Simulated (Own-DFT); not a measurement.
Simulation results for Al$_{3}$GaN$_{4}$ (wurtzite random alloy, strained, atoms displaced)

A calculation, not a measurement: plane-wave PBE density functional theory by an unreviewed code, no spin, of a simulated periodic cell, stress positive in tension, free energy of the whole cell less one offset for each atom, forces on such cells passed a denser k mesh, this cell's mesh not checked; offsets are fitted by least squares, one for each functional and potential file, so energies compare only between cells with the same atoms and settings and are not formation energies; the far tail of each file's local potential was reset to the Coulomb form; each entry is a single point on an unrelaxed cell, so the pressure reflects the starting lattice, mostly measured values, from which strain is counted, and rises with the displacements; printed positions are rounded, which can move forces by about a meV/angstrom; the program is a retired in-house code; no spin-orbit coupling. Program: Own-DFT development build.

```xyz
72
Lattice="9.3233 0.0000 0.0000 -4.6616 8.0742 0.0000 0.0000 0.0000 10.0655" Properties=species:S:1:pos:R:3 formula=Al3GaN4 functional=PBE potential_files=PseudoDojo_norm-conserving,scalar-relativistic,standard_set wave_cutoff=42 occupations=Fermi-Dirac smearing_width=0.1 k_mesh=4_x_4_x_3_centred_on_Gamma
Al     0.0066     1.7838     0.0137
Al     1.6186     0.8719     2.5265
N      0.0396     1.8845     1.8359
N      1.5423     0.8441     4.4010
Al     0.0318     1.8003     5.0545
Al     1.5118     0.9656     7.5399
N      0.0227     1.8260     7.0116
N      1.5624     0.8355     9.3953
Al    -1.5318     4.4298    10.0214
Al    -0.1522     3.6185     2.5773
N     -1.4842     4.5275     1.8766
N     -0.0619     3.6403     4.5098
Ga    -1.5910     4.5087     5.0057
Al     0.0256     3.5434     7.5178
N     -1.5593     4.5145     6.9702
N     -0.0974     3.5524     9.5239
Ga    -3.0939     7.1626    10.0408
Ga    -1.5044     6.3017     2.4960
N     -3.1483     7.1837     1.8649
N     -1.5595     6.2660     4.3791
Ga    -3.0956     7.2427     4.9908
Al    -1.6090     6.2251     7.5323
N     -3.1405     7.1553     6.8699
N     -1.4957     6.3130     9.5490
Al     3.1321     1.8426     0.0014
Al     4.7379     0.9007     2.5703
N      3.0709     1.8142     2.0005
N      4.6508     0.9344     4.4797
Al     3.2555     1.8647     5.1208
Al     4.7094     0.8593     7.4886
N      3.0874     1.7410     6.9206
N      4.5555     0.9987     9.4420
Ga     1.5682     4.4439     0.0704
Al     3.1070     3.6462     2.5502
N      1.6001     4.5091     1.9252
N      3.1285     3.5994     4.4242
Al     1.5223     4.6022     4.9664
Al     3.1498     3.5931     7.5468
N      1.5981     4.4916     6.9709
N      3.0040     3.5468     9.4445
Al     0.0503     7.1218     0.0140
Al     1.4678     6.3414     2.5212
N      0.0007     7.2165     1.8683
N      1.5443     6.2036     4.3729
Ga    -0.0298     7.1780     5.0450
Al     1.5682     6.2161     7.5754
N      0.0832     7.2519     6.9573
N      1.5139     6.3033     9.5666
Al     6.1484     1.8190     0.0092
Al     7.6546     0.9240     2.4339
N      6.1906     1.7062     1.9599
N      7.8544     0.9537     4.4645
Ga     6.2649     1.7164     5.1112
Al     7.7201     0.8898     7.5411
N      6.1902     1.7264     6.9353
N      7.7464     0.9204     9.4797
Al     4.7637     4.4668     0.0293
Al     6.2191     3.5515     2.5461
N      4.6315     4.4727     1.9259
N      6.2913     3.6758     4.4698
Al     4.6878     4.5661     5.0474
Ga     6.2550     3.5745     7.5615
N      4.7148     4.4546     6.8959
N      6.2313     3.6513     9.4237
Al     3.0708     7.1699     0.1027
Al     4.6415     6.2796     2.4447
N      3.0595     7.2343     1.9631
N      4.7297     6.2271     4.4525
Al     3.1523     7.2173     5.1268
Ga     4.6231     6.3847     7.4644
N      3.0262     7.1450     6.9493
N      4.7446     6.2058     9.4835
```

Units: wave_cutoff in hartree; smearing_width in eV.

## Withheld values
1. Estimate the stress yy of Al$_{3}$GaN$_{4}$ (wurtzite random alloy, strained, atoms displaced).

Calculated values
1. -11.96 GPa

Further results for Al$_{3}$GaN$_{4}$ (wurtzite random alloy, strained, atoms displaced):

```
free energy of cell above offsets : -15.273 eV
pressure                          : 10.66 GPa
stress xx                         : -11.91 GPa
stress zz                         : -8.1 GPa
stress yz                         : 0.51 GPa
stress xz                         : 0.39 GPa
stress xy                         : 1.01 GPa
```

Force:
```csv
element,x (eV/Å),y (eV/Å),z (eV/Å)
Al,0.358,-0.319,-0.722
Al,-1.714,0.563,-0.234
N,-1.054,-1.239,2.047
N,0.6,3.734,-0.119
Al,0.931,0.713,-0.139
Al,1.489,-1.829,0.279
N,-1.651,-1.185,-1.557
N,-0.316,2.338,0.456
Al,-0.522,2.144,1.005
Al,3.633,-1.098,-0.107
N,-2.786,-1.164,-0.546
N,2.343,-1.389,-1.18
Ga,1.313,1.222,1.9
Al,-0.219,2.02,1.267
N,1.552,-0.68,0
N,1.977,-0.549,-2.271
Ga,0.525,0.339,0.196
Ga,-1.511,0.312,-0.488
N,-0.029,0.149,1.505
N,0.401,1.043,0.499
Ga,0.206,-1.931,0.24
Al,0.816,2.065,1.19
N,1.621,1.449,1.566
N,0.235,-1.822,-2.134
Al,-2.193,-0.946,1.084
Al,-3.329,-0.236,0.031
N,1.996,0.189,-1.242
N,0.86,-0.56,-1.442
Al,-2.818,0.118,-1.481
Al,-2.108,1.313,2.038
N,0.804,0.919,0.82
N,2.868,-1.734,-0.383
Ga,-1.584,0.357,-0.383
Al,-0.581,-1.249,0.156
N,-1.426,0.564,2.073
N,-0.072,0.753,0.731
Al,0.667,-4.162,1.629
Al,-0.122,-0.446,-0.13
N,-0.606,-0.414,-0.796
N,3.014,0.518,-0.684
Al,-1.94,2.351,-0.191
Al,1.455,-1.46,-0.408
N,0.801,1.055,0.612
N,0.843,4.1,-0.012
Ga,0.449,-0.345,0.084
Al,-1.037,0.631,1.025
N,-1.032,-3.007,0.477
N,2.066,-0.378,-2.05
Al,0.343,-0.382,-0.597
Al,4.602,-0.362,1.691
N,-0.704,3.164,-1.56
N,-0.55,-1.725,-0.981
Ga,-0.044,1.86,-1.749
Al,0.923,0.004,1.12
N,0.984,0.654,1.663
N,-0.556,-0.674,-0.084
Al,-2.31,0.209,-0.256
Al,0.085,1.084,0.249
N,1.355,-0.186,-0.447
N,-3.758,-2.698,-1.911
Al,-0.072,-2.244,-0.234
Ga,-0.631,-0.088,-0.833
N,-1.403,0.262,0.524
N,0.076,-1.765,1.955
Al,0.929,0.053,-1.418
Al,0.129,0.356,1.348
N,0.219,-0.894,-0.098
N,-2.242,1.874,-1.438
Al,-0.128,-0.908,-2.679
Ga,0.822,-2.427,1.857
N,-0.271,1.556,0.011
N,-2.969,0.461,-0.344
```
